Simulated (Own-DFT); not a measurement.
# Computed records: AlSi₁₇C₁₈ (4H silicon carbide with substituted atoms, atoms displaced), Al₃₅N₃₇ (wurtzite with substituted atoms, atoms displaced)

A calculation, not a measurement: plane-wave PBE density functional theory by an unreviewed code, no spin, of a simulated periodic cell, stress positive in tension, free energy of the whole cell less one offset for each atom, not probed for a lower state with spin; forces on such cells passed a denser k mesh, this cell's mesh not checked; offsets are fitted by least squares, one for each functional and potential file, so energies compare only between cells with the same atoms and settings and are not formation energies; the far tail of each file's local potential was reset to the Coulomb form; each entry is a single point on an unrelaxed cell, so the pressure reflects the starting lattice, mostly measured values (interpolated for alloys), from which strain is counted, and rises with the displacements; printed positions are rounded, which can move forces by about a meV/angstrom; the program, named Own-DFT, is a retired in-house code; no spin-orbit coupling; before rounding, a Quantum ESPRESSO 7.3.1 run of the same cell and cutoff gave forces within 1 meV/angstrom rms on each cell, which checks the program and not the settings. Program: Own-DFT development build.

Common to all runs: functional PBE; potential files PseudoDojo norm-conserving, scalar-relativistic, standard set; wave cutoff 42 hartree; occupations Fermi-Dirac; smearing width 0.1 eV.

(1) 
```xyz
72
Lattice="9.2481 0.0000 0.0000 -4.6241 8.0091 0.0000 0.0000 0.0000 10.0681" Properties=species:S:1:pos:R:3:force_x:R:1:force_y:R:1:force_z:R:1 formula=AlSi17C18 k_mesh=4_x_4_x_3_centred_on_Gamma free_energy_of_cell_above_offsets=-6.560 pressure=5.69 stress_xx=-4.84 stress_yy=-5.48 stress_zz=-6.76 stress_yz=-0.05 stress_xz=0.56 stress_xy=-0.19
Al    -0.0052     0.0631     4.1116      0.124     -1.085     -0.545
Si     0.0536     1.7049     1.5525     -0.901      1.983      1.347
C     -0.0049     0.0119     0.9320      0.281     -1.337     -0.156
C      0.0018     1.8050     3.4530      1.608      1.141      -1.92
Al     7.6672     2.6900     4.0647      0.829     -0.456      0.464
Si    -1.5597     4.4483     1.5994      0.646     -0.696     -0.459
C     -1.5261     2.6484     0.9565     -0.161     -0.071     -0.343
C     -1.5576     4.4574     3.4353      0.979      1.976     -0.245
Si    -3.0409     5.3273     4.0111     -1.232      0.685      1.393
Si    -3.0731     7.1024     1.5809     -0.033      0.186     -0.347
C     -3.0679     5.3167     0.9205     -0.169      0.393      0.118
C     -3.0627     7.1098     3.4340      1.084     -0.535     -0.521
Si    -1.5324     8.0004     4.0344     -0.169     -0.454      1.182
Si     3.1002     1.7434     1.5720     -0.227      0.817      0.237
C      3.0946     0.0168     0.8874      0.104     -0.907      1.261
C      3.0350     1.7574     3.4906      1.557      0.449     -0.921
Si     1.5375     2.6382     4.0624     -1.015      0.844      0.762
Si     1.5507     4.4503     1.5398      0.671     -0.293      0.747
C      1.5562     2.6467     0.9388      0.285      0.369     -0.056
C      1.5475     4.4914     3.4595      0.027     -1.422     -0.404
Si     0.0217     5.3086     4.0851     -0.851      0.561     -0.534
Si     0.0238     7.1130     1.5668     -0.416     -0.309     -0.055
C      0.0157     5.2986     0.9821     -0.509      0.911     -1.064
C      0.0585     7.1275     3.4512     -1.473     -0.623     -0.101
Si     6.1475     0.0348     4.0348      1.253     -0.518      1.526
Si     6.1414     1.7285     1.5409      0.944      1.547      1.386
C      6.1637     0.0159     0.9587     -0.004     -1.098     -1.188
C      6.1839     1.7436     3.4596     -2.929      0.272     -1.373
Si     4.6305     2.7048     4.1277      0.203     -1.062     -0.517
Si     4.6369     4.4174     1.5175      0.134      0.785      1.573
C      4.6402     2.6781     0.9607     -0.457     -0.887     -0.502
C      4.6156     4.4517     3.4653      0.165      -0.07     -0.496
Si     3.0585     5.2949     4.1221      0.887      1.698     -0.303
Si     3.0787     7.1595     1.5858      0.351     -0.985      0.667
C      3.1416     5.3347     0.9390     -1.155      0.476     -0.514
C      3.0714     7.1368     3.4730     -1.348     -1.479     -0.687
Si     4.5911     7.9875     9.1357      0.151      0.684     -0.594
Si     4.6288     6.2404     6.6126     -0.557      0.774      -0.33
C      9.2109     0.0094     5.9760      0.749     -0.292      2.314
C      4.5920     6.2335     8.5096      1.496      0.029     -0.317
Si    -3.0813     5.3389     9.1185     -0.536     -0.281     -0.182
Si     6.2052     3.6105     6.6258     -0.905     -0.723     -0.583
C     -3.1132     5.4012     5.9696      1.048     -1.043     -0.314
C      6.0868     3.5274     8.5115      1.957      1.256     -0.032
Si    -1.5385     2.6800     9.1288     -0.817     -0.559      0.077
Si     7.7234     0.9037     6.5657     -0.474      0.276      0.461
C      7.6827     2.6765     5.9770      0.611      0.764      2.054
C      7.6875     0.8811     8.4885      0.487      0.533      0.232
Si     6.1824     0.0108     9.1172     -0.673     -0.235     -0.336
Si     1.5482     6.2198     6.6344     -0.176      0.895     -1.701
C      6.1604     0.0384     5.9818      0.038     -0.995     -0.573
C      1.5616     6.2414     8.4333     -0.623     -0.552      2.491
Si     3.1347     5.3615     9.1030     -1.643     -0.752      0.403
Si     3.0754     3.5608     6.6834     -0.034     -0.207     -2.001
C      3.0777     5.3423     6.0144       0.06     -0.387      -0.24
C      3.0983     3.5371     8.4886     -0.598      0.738      1.473
Si     4.6190     2.6968     9.1499     -0.604     -1.487     -0.304
Si     4.6546     0.9071     6.6153     -0.908     -0.201     -0.508
C      4.6087     2.6806     6.0073      0.353      0.475     -0.103
C      4.6160     0.8879     8.4748      0.077       0.18      1.041
Si    -1.5431     8.0076     9.1236     -0.305      0.477     -1.045
Si    -1.5162     6.2119     6.6036     -0.799      0.905     -0.443
C      3.0491     0.0001     5.9659      1.017     -0.105     -0.063
C     -1.5582     6.2258     8.4986      0.117     -0.022     -0.047
Si    -0.0585     5.3071     9.1255      1.312      1.875      0.718
Si    -0.0166     3.6351     6.6413     -0.257     -2.187      -0.97
C     -0.0062     5.3207     5.9480      0.329      1.027      0.465
C     -0.0455     3.6227     8.5229      0.685     -1.433     -0.383
Si     1.5269     2.7080     9.1341     -0.022     -0.818     -0.357
Si     1.5227     0.8826     6.6030     -0.436      0.135      -0.05
C      1.5224     2.6845     5.9868      0.105      0.172      0.213
C      1.4895     0.8874     8.5086      0.693      0.281      0.118
```

Units: free_energy_of_cell_above_offsets in eV; pressure, stress_xx, stress_yy, stress_zz, stress_yz, stress_xz, stress_xy in GPa; force_x, force_y, force_z in eV/Å.

(2) 
```xyz
72
Lattice="9.3360 0.0000 0.0000 -4.6680 8.0852 0.0000 0.0000 0.0000 9.9640" Properties=species:S:1:pos:R:3:force_x:R:1:force_y:R:1:force_z:R:1 formula=Al35N37 k_mesh=3_x_3_x_2_centred_on_Gamma free_energy_of_cell_above_offsets=-8.181 pressure=8.39 stress_xx=-8.89 stress_yy=-7.69 stress_zz=-8.58 stress_yz=-1.22 stress_xz=0.6 stress_xy=0.01
Al     0.1226     1.6598     0.0542     -4.667      2.842      0.973
Al     1.5889     0.8396     2.4639     -2.154      0.268      2.622
N     -0.0448     1.8797     2.0681      1.542      -4.17     -2.917
N      1.5703     1.0465     4.4736      0.283     -1.197      -1.74
Al    -0.0309     1.7858     5.0325      0.953      0.908     -0.178
Al     1.6639     0.9018     7.6925     -1.305     -1.344     -8.735
N      0.0715     1.8312     6.9276      0.304      0.213      0.141
N      1.4871     0.8393     9.3209      2.936       0.69      5.802
Al    -1.4201     4.4479     9.8684     -5.991      1.063      4.696
Al     0.1264     3.5797     2.5153     -2.197      2.074      1.038
N     -1.4534     4.4124     2.0552     -1.081      1.662     -2.339
N      0.0474     3.5796     4.4026      1.213      0.074      2.216
N     -1.4920     4.4277     5.1882     -0.641      0.946     -0.793
Al     0.1296     3.6294     7.4649      -4.65     -3.348      0.895
N     -1.5965     4.5079     6.7514      1.621     -1.869     -0.486
N     -0.0914     3.5852     9.3708      5.701     -2.702     -1.703
Al    -3.0835     7.2839     0.1475     -0.372     -4.081     -2.287
Al    -1.6311     6.4378     2.4575      6.626     -5.993       2.22
N     -3.0688     6.9863     1.9411     -5.945      5.121     -1.581
N     -1.5807     6.4073     4.3129      1.037      1.412      1.388
Al    -3.0947     7.3299     4.9160     -0.614     -1.669      2.193
Al    -1.3640     6.1731     7.4830     -4.951      1.668     -0.378
N     -3.1291     7.2026     6.9671      1.377     -0.152      -0.42
N     -1.6070     6.2001     9.3198      1.665      1.688      0.679
Al     3.1108     1.8111     9.9106      1.481      0.249      1.819
Al     4.6508     0.8963     2.5967      0.492     -0.033     -4.803
N      3.0285     1.7323     1.9847      1.824      1.427     -2.059
N      4.5889     0.9021     4.2976      3.236     -1.334      4.014
Al     3.2338     1.8049     4.9198     -3.213      1.623      1.344
Al     4.5864     0.8317     7.5109       2.64      1.806      0.984
N      3.1576     1.7325     6.8519     -0.896      1.253      1.385
N      4.7841     1.0741     9.4748      -3.56     -3.654     -2.169
Al     1.4545     4.4451     0.0800      1.197      0.907     -1.771
Al     3.2294     3.5883     2.4411      -2.95     -0.685      1.458
N      1.6334     4.4830     1.8514      0.338      0.492      1.847
N      3.1287     3.6946     4.4589     -0.982     -1.978     -1.477
Al     1.6014     4.4965     5.1895     -0.657      -1.12     -3.478
Al     3.1523     3.5477     7.5786      0.914      0.363     -2.479
N      1.5000     4.4815     6.9848       3.37      0.004     -0.676
N      3.2169     3.6899     9.3943     -5.201     -3.089     -0.618
Al     0.0706     7.0825     9.9176     -1.481      1.889      1.079
Al     1.5207     6.2417     2.6955     -1.038      0.048     -6.647
N     -0.0043     7.2785     1.8457      0.728     -1.402      0.493
N      1.5638     6.2518     4.3604     -1.455     -0.255      4.811
Al     0.0175     7.1529     5.0790     -1.831      0.137     -2.637
Al     1.4803     6.1794     7.4017      2.715      4.064      1.713
N     -0.0312     7.1870     6.9033      1.604     -0.456     -0.074
N      1.6052     6.2978     9.3204     -2.517      -2.47     -0.489
Al     6.3477     1.7101     9.9589     -0.195      2.806      1.392
Al     7.7814     0.7782     2.4337      -0.63      5.918      1.911
N      6.1934     1.8511     1.9561      0.366     -3.705     -0.658
N      7.7929     0.8911     4.4180      0.134     -1.047     -0.926
Al     6.3006     1.7237     4.9309     -1.747      2.423      1.059
Al     7.8435     0.9420     7.3772     -1.013     -0.857      1.265
N      6.1784     1.8762     6.9526      0.401       -4.2      -2.55
N      7.8226     0.9490     9.3191        1.5     -2.231      0.945
Al     4.6096     4.4784     9.9331      5.163      0.432      2.323
Al     6.0593     3.4650     2.5984      3.934      3.665     -1.977
N      4.6473     4.4606     1.8916       0.65      1.132      0.077
N      6.2950     3.6449     4.3558     -1.144      -1.96      2.586
Al     4.6748     4.4215     4.9301      1.882      2.429     -0.329
Al     6.2394     3.5073     7.4754     -0.965       2.87      0.907
N      4.6305     4.4786     6.7071      0.257     -0.783      4.256
N      6.2508     3.5145     9.4231      0.106      1.503     -1.256
Al     2.9816     7.0817     0.0462      3.956      2.177     -0.776
Al     4.5469     6.3366     2.5099      2.838     -2.541      0.794
N      3.1579     7.2564     1.9180     -2.359      -3.31     -0.971
N      4.6280     6.3264     4.4368      0.263      0.028     -1.425
Al     3.0171     7.1636     4.8612      2.823       0.64      3.174
Al     4.7656     6.1543     7.5402     -0.972      2.073     -0.618
N      3.0348     7.2096     6.8967       0.11     -1.179     -0.734
N      4.7119     6.2274     9.5408     -0.806      1.827     -1.349
```

Units: free_energy_of_cell_above_offsets in eV; pressure, stress_xx, stress_yy, stress_zz, stress_yz, stress_xz, stress_xy in GPa; force_x, force_y, force_z in eV/Å.

(3) 
```xyz
72
Lattice="9.3360 0.0000 0.0000 -4.6680 8.0852 0.0000 0.0000 0.0000 9.9640" Properties=species:S:1:pos:R:3:force_x:R:1:force_y:R:1:force_z:R:1 formula=Al35N37 k_mesh=3_x_3_x_2_centred_on_Gamma free_energy_of_cell_above_offsets=-18.659 pressure=5.19 stress_xx=-4.38 stress_yy=-4.6 stress_zz=-6.58 stress_yz=0.11 stress_xz=0.71 stress_xy=2.03
Al     0.0578     1.7614     9.8995     -1.342      0.569       0.65
Al     1.5545     0.8649     2.4240     -0.412      0.851      1.648
N      0.0134     1.7785     1.8437      0.621      0.147     -0.294
N      1.5968     0.9186     4.4320       0.29     -1.628     -1.104
Al     0.0526     1.6748     5.0791     -0.546      2.238      -2.02
Al     1.5649     0.9133     7.3715      1.174     -0.197      1.014
N      0.0396     1.7322     6.8864     -1.748      0.816      1.124
N      1.5321     0.8728     9.2870      1.381      0.335      0.963
Al    -1.4920     4.5154     0.0752     -1.739     -0.603     -0.962
Al     0.0662     3.5515     2.4562     -0.584      0.538      1.062
N     -1.5660     4.5025     1.9525      1.543      0.741     -0.634
N      0.0044     3.5734     4.3775      0.474      0.204      0.013
Al    -1.5543     4.5935     4.9385      0.513     -3.023      0.647
Al    -0.0468     3.5622     7.5686      0.371      0.284     -4.461
N     -1.6136     4.4157     6.8753      0.471      1.408      0.157
N     -0.0801     3.5480     9.2884      1.315      0.611      3.768
Al    -3.1080     7.2453     0.0342     -0.211     -1.416     -2.058
Al    -1.5852     6.3226     2.4902      0.738     -0.477      0.167
N     -3.1114     7.1987     1.8539      0.201      -0.18      0.996
N     -1.5533     6.3331     4.4212      1.205      0.275     -0.968
Al    -3.0942     7.0766     4.9586     -1.342      2.143      0.964
Al    -1.6029     6.3159     7.4523      0.804     -1.341      0.972
N     -3.0943     7.2170     6.9463     -1.394     -1.336     -1.735
N     -1.5028     6.3094     9.4257     -1.627     -0.392     -0.505
Al     3.1535     1.7369     0.0171      -0.75      1.807     -0.714
Al     4.6216     0.8746     2.4473      2.548      0.618      1.059
N      3.1464     1.7483     1.9428     -1.318      0.492     -0.928
N      4.7492     0.8822     4.3770      0.107      0.275     -0.073
Al     3.2014     1.7858     4.8936     -0.758     -0.003      1.788
Al     4.7870     1.0294     7.4579     -3.419     -2.053      0.586
N      3.1033     1.8602     6.9222      1.163     -1.116     -1.151
N      4.7143     0.9649     9.3621      1.059      -1.43      0.965
Al     1.5302     4.5310     0.0279       0.61     -1.174     -1.702
Al     3.1020     3.5145     2.5845      0.596      1.731     -2.576
N      1.6280     4.5288     1.8285     -1.017     -0.401      1.833
N      3.0448     3.6004     4.3678       1.99     -0.842      0.583
Al     1.6172     4.4661     4.9756     -2.727     -0.174     -0.147
Al     3.0881     3.6127     7.4985     -0.429     -0.478     -0.335
N      1.5701     4.4359     6.8028      -0.81      1.531      1.816
N      3.1118     3.6049     9.3400     -0.569     -0.136      1.278
Al    -0.0050     7.0967     0.0359      0.298      2.388     -0.185
Al     1.5262     6.3292     2.5499      1.387     -0.517     -1.809
N      0.0110     7.2105     1.9206     -0.457     -0.768     -0.257
N      1.5556     6.2821     4.3447      0.116     -0.299      1.969
Al     0.0962     7.2055     5.0047     -1.716      0.187       0.59
Al     1.5305     6.3260     7.4658      0.315     -1.609      0.403
N      0.0002     7.1662     6.9805      0.045      1.398     -1.732
N      1.4725     6.3004     9.3540      1.623     -0.634      0.138
N      6.1899     1.6909     0.0360     -0.174      0.908     -0.053
Al     7.7784     0.9216     2.4422      0.479     -0.014      0.131
N      6.2589     1.8687     1.9582      -1.33     -1.467     -0.758
N      7.8190     0.9712     4.3283      0.155     -2.043      1.283
Al     6.3530     1.8613     4.9915      -1.14     -0.539     -0.773
Al     7.7798     0.8317     7.5134     -0.102      3.432      0.526
N      6.1953     1.8103     6.8307      2.859      0.385      0.459
N      7.7838     0.8949     9.3994     -0.346      -1.18     -0.022
Al     4.6698     4.5466     9.9341      -1.08     -1.173      1.401
Al     6.2320     3.6680     2.4211     -1.019     -0.649      1.014
N      4.6319     4.5275     1.9285      0.181     -0.412      -0.54
N      6.2789     3.5494     4.3720     -1.182      2.316     -0.443
Al     4.6060     4.5229     4.9949      1.218     -1.546     -1.291
Al     6.2060     3.5531     7.5824     -0.118      0.552     -1.848
N      4.5761     4.4581     6.8221      1.215      0.774      0.923
N      6.1628     3.6814     9.3813      1.589      0.162      0.789
Al     3.0644     7.1208     0.0251      0.588      0.847      0.207
Al     4.6981     6.3216     2.5006     -0.849     -0.823     -1.524
N      3.1664     7.2037     1.9588     -1.407     -0.077     -1.101
N      4.6266     6.2284     4.2704      0.222      1.295      3.587
Al     3.0072     7.1716     5.0697      2.092      1.167     -1.669
Al     4.5748     6.2424     7.4440      2.693     -0.198      0.774
N      3.1715     7.2567     6.9960     -2.262     -2.365     -2.459
N      4.6708     6.2627     9.3259     -0.325      1.287      0.583
```

Units: free_energy_of_cell_above_offsets in eV; pressure, stress_xx, stress_yy, stress_zz, stress_yz, stress_xz, stress_xy in GPa; force_x, force_y, force_z in eV/Å.
